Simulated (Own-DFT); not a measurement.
Simulation results for Si$_{3}$Ge (diamond lattice with Si and Ge gathered in clusters, atoms displaced)

A calculation, not a measurement: plane-wave density functional theory by an unreviewed code, no spin, of a simulated periodic cell, stress positive in tension, run twice, with PBE and with PBEsol, both on files made for PBE, so the change isn't that of files made for PBEsol; forces on such cells passed a denser k mesh, this cell's mesh not checked; the far tail of each file's local potential was reset to the Coulomb form; each entry is a single point on an unrelaxed cell, so the pressure reflects the starting lattice, mostly measured values (interpolated for alloys), from which strain is counted, and rises with the displacements; printed positions are rounded, which can move forces by about a meV/angstrom; the program, named Own-DFT, is a retired in-house code; no spin-orbit coupling; stress was not checked against mesh or cutoff. Program: Own-DFT development build.

Entry: Si$_{3}$Ge (diamond lattice with Si and Ge gathered in clusters, atoms displaced)

```
Si3Ge
1.0
     10.9755     0.0000     0.0000
      0.0000    10.9755     0.0000
      0.0000     0.0000    10.9755
Si Ge Si Ge Si Ge Si Ge Si Ge Si Ge Si Ge Si Ge Si Ge Si Ge Si
3 2 2 1 1 1 2 5 3 1 5 1 1 1 1 1 8 1 6 2 16
Direct
  0.99629 0.99938 0.00168
  0.00169 0.25223 0.24624
  0.25044 0.00488 0.24778
  0.24930 0.25328 0.00169
  0.12336 0.12586 0.11917
  0.12317 0.37483 0.37310
  0.37839 0.12834 0.37596
  0.37907 0.37510 0.13007
  0.00355 0.00212 0.50319
  0.00495 0.25290 0.75005
  0.25283 0.00076 0.75407
  0.24927 0.24525 0.50052
  0.12529 0.12311 0.62099
  0.12266 0.37360 0.87550
  0.37939 0.12401 0.87539
  0.37388 0.37167 0.62645
  0.00279 0.49238 0.99743
  0.99354 0.75231 0.25157
  0.25118 0.49675 0.25206
  0.25203 0.75082 0.00149
  0.12678 0.62733 0.12206
  0.12434 0.87448 0.37249
  0.37689 0.62273 0.37377
  0.37902 0.87481 0.12895
  0.00290 0.50412 0.49962
  0.00476 0.75241 0.75489
  0.24886 0.50023 0.75282
  0.24967 0.74594 0.49996
  0.12351 0.62412 0.62677
  0.12636 0.87430 0.87954
  0.37780 0.62336 0.87914
  0.37703 0.87762 0.62683
  0.49993 0.00108 0.99698
  0.50277 0.25720 0.24635
  0.75369 0.00276 0.25257
  0.74757 0.24711 0.99679
  0.62804 0.11835 0.12164
  0.62380 0.37087 0.37584
  0.87157 0.12527 0.37815
  0.87394 0.37284 0.12793
  0.50202 0.99831 0.50277
  0.50184 0.24894 0.75605
  0.75211 0.00120 0.75648
  0.75091 0.25013 0.49782
  0.62928 0.12207 0.62428
  0.63069 0.37305 0.87468
  0.87330 0.12299 0.87286
  0.87449 0.37545 0.62051
  0.50204 0.49846 0.99915
  0.49842 0.75713 0.24775
  0.75081 0.50269 0.24629
  0.74829 0.74733 0.99820
  0.62537 0.62794 0.12765
  0.62091 0.87077 0.37639
  0.87715 0.62199 0.37863
  0.87797 0.87935 0.12543
  0.49792 0.50244 0.50077
  0.49969 0.74789 0.75361
  0.74814 0.50125 0.75154
  0.74809 0.75169 0.50119
  0.62934 0.62950 0.62265
  0.62614 0.87490 0.87379
  0.87794 0.62476 0.87119
  0.87119 0.87671 0.62072
```

* functional: PBE, then PBEsol
* potential files: PseudoDojo norm-conserving, scalar-relativistic, standard set
* wave cutoff: 42 hartree
* occupations: Fermi-Dirac
* smearing width: 0.1 eV
* k mesh: 3 x 3 x 3 centred on Gamma
* PBE pressure: 2.49 GPa
* PBE stress xx: -2.52 GPa
* PBE stress yy: -2.47 GPa
* PBE stress zz: -2.48 GPa
* PBE stress yz: 0.11 GPa
* PBE stress xz: -0.54 GPa
* PBE stress xy: -0.26 GPa
* PBEsol pressure: 0.7 GPa
* PBEsol stress xx: -0.73 GPa
* PBEsol stress yy: -0.69 GPa
* PBEsol stress zz: -0.69 GPa
* PBEsol stress yz: 0.12 GPa
* PBEsol stress xz: -0.55 GPa
* PBEsol stress xy: -0.26 GPa
* rms change of force components from PBE to PBEsol: 0.042 eV/Å

Force:
```tsv
force element	PBE force x (eV/Å)	PBE force y (eV/Å)	PBE force z (eV/Å)	PBEsol force x (eV/Å)	PBEsol force y (eV/Å)	PBEsol force z (eV/Å)
Si	0.443	-0.307	-0.52	0.445	-0.195	-0.527
Si	-0.332	-0.678	1.138	-0.334	-0.671	1.021
Si	0.289	-0.522	0.545	0.235	-0.461	0.49
Ge	0.722	-0.224	-0.263	0.689	-0.22	-0.256
Ge	-0.195	-0.348	0.718	-0.147	-0.287	0.653
Si	0.321	-0.12	0.404	0.314	-0.123	0.405
Si	0.128	-0.196	-0.35	0.138	-0.192	-0.348
Ge	-0.413	0.733	-0.699	-0.452	0.682	-0.73
Si	-1.044	-0.907	-1.099	-0.973	-0.836	-1.031
Ge	-0.88	-0.752	-0.65	-0.851	-0.726	-0.627
Si	-0.411	-0.566	-0.44	-0.407	-0.461	-0.422
Si	0.139	0.685	-0.865	0.122	0.679	-0.753
Ge	0.651	-0.093	0.974	0.603	-0.044	0.999
Ge	1.044	0.014	-0.207	1.011	0.016	-0.195
Ge	-0.543	0.264	0.113	-0.57	0.299	0.143
Ge	0.353	-0.06	-0.104	0.299	-0.021	-0.057
Ge	-1.081	1.421	0.477	-1.007	1.336	0.489
Si	0.48	-0.169	0.026	0.508	-0.212	-0.014
Si	-0.214	0.593	0.223	-0.209	0.578	0.124
Si	0.383	0.59	0.14	0.377	0.484	0.137
Ge	-0.225	-0.21	0.849	-0.25	-0.254	0.789
Si	0.223	0.152	0.213	0.225	0.149	0.207
Si	-0.205	0.436	-0.135	-0.197	0.433	-0.146
Si	-0.855	0.857	-0.943	-0.852	0.852	-0.941
Si	-0.152	-0.746	-0.422	-0.131	-0.737	-0.309
Si	-0.92	0.317	-0.643	-0.86	0.273	-0.685
Ge	0.244	-0.125	-0.137	0.229	-0.126	-0.132
Si	0.439	0.794	-0.269	0.386	0.736	-0.214
Ge	0.066	0.608	-0.033	0.106	0.545	0.015
Si	0.154	0.46	-0.03	0.156	0.461	-0.024
Ge	-0.124	0.327	0.013	-0.168	0.276	-0.025
Si	-0.374	-0.672	0.075	-0.373	-0.666	0.074
Si	0.526	-0.996	0.749	0.458	-0.93	0.681
Si	0.696	-1.935	0.651	0.63	-1.86	0.573
Si	-0.574	-0.695	-0.02	-0.571	-0.693	-0.01
Si	0.111	-0.013	0.628	0.206	-0.018	0.618
Si	-0.385	0.785	0.392	-0.381	0.77	0.39
Si	0.28	1.1	-0.079	0.279	1.093	-0.072
Si	1.126	0.23	-0.301	1.126	0.228	-0.296
Ge	-0.497	-0.141	-0.54	-0.437	-0.105	-0.574
Si	-0.106	0.283	-0.301	-0.103	0.281	-0.301
Si	0.834	0.082	-1.05	0.724	0.072	-1.027
Si	-0.657	-0.858	-1.481	-0.589	-0.787	-1.402
Si	-0.546	-0.353	0.091	-0.49	-0.294	0.146
Si	-0.203	0.391	0.483	-0.198	0.388	0.479
Si	-0.663	0.335	0.102	-0.653	0.333	0.098
Ge	0.614	0.502	0.559	0.643	0.532	0.517
Ge	-0.088	0.521	0.27	-0.042	0.474	0.305
Si	0.85	-0.101	0.471	0.745	-0.102	0.459
Si	0.317	-1.34	0.601	0.314	-1.33	0.599
Si	-0.402	-0.112	1.147	-0.347	-0.164	1.086
Si	0.581	0.427	0.19	0.579	0.42	0.187
Si	-0.311	-0.068	-0.393	-0.321	-0.066	-0.384
Si	0.622	0.781	-0.169	0.618	0.771	-0.169
Si	-0.612	0.554	-0.436	-0.609	0.541	-0.425
Si	-0.937	-0.689	0.044	-0.935	-0.682	0.038
Si	0.756	-0.202	-0.084	0.703	-0.245	-0.03
Si	0.474	0.532	-0.818	0.413	0.468	-0.757
Si	0.24	0.254	-0.429	0.276	0.208	-0.464
Si	0.463	-0.211	-0.609	0.462	-0.203	-0.614
Si	-0.849	-0.615	0.63	-0.839	-0.612	0.621
Si	-0.202	-0.143	0.248	-0.202	-0.139	0.244
Si	-0.274	0.028	0.375	-0.22	-0.023	0.409
Si	0.705	0.113	0.981	0.696	0.11	0.968
```
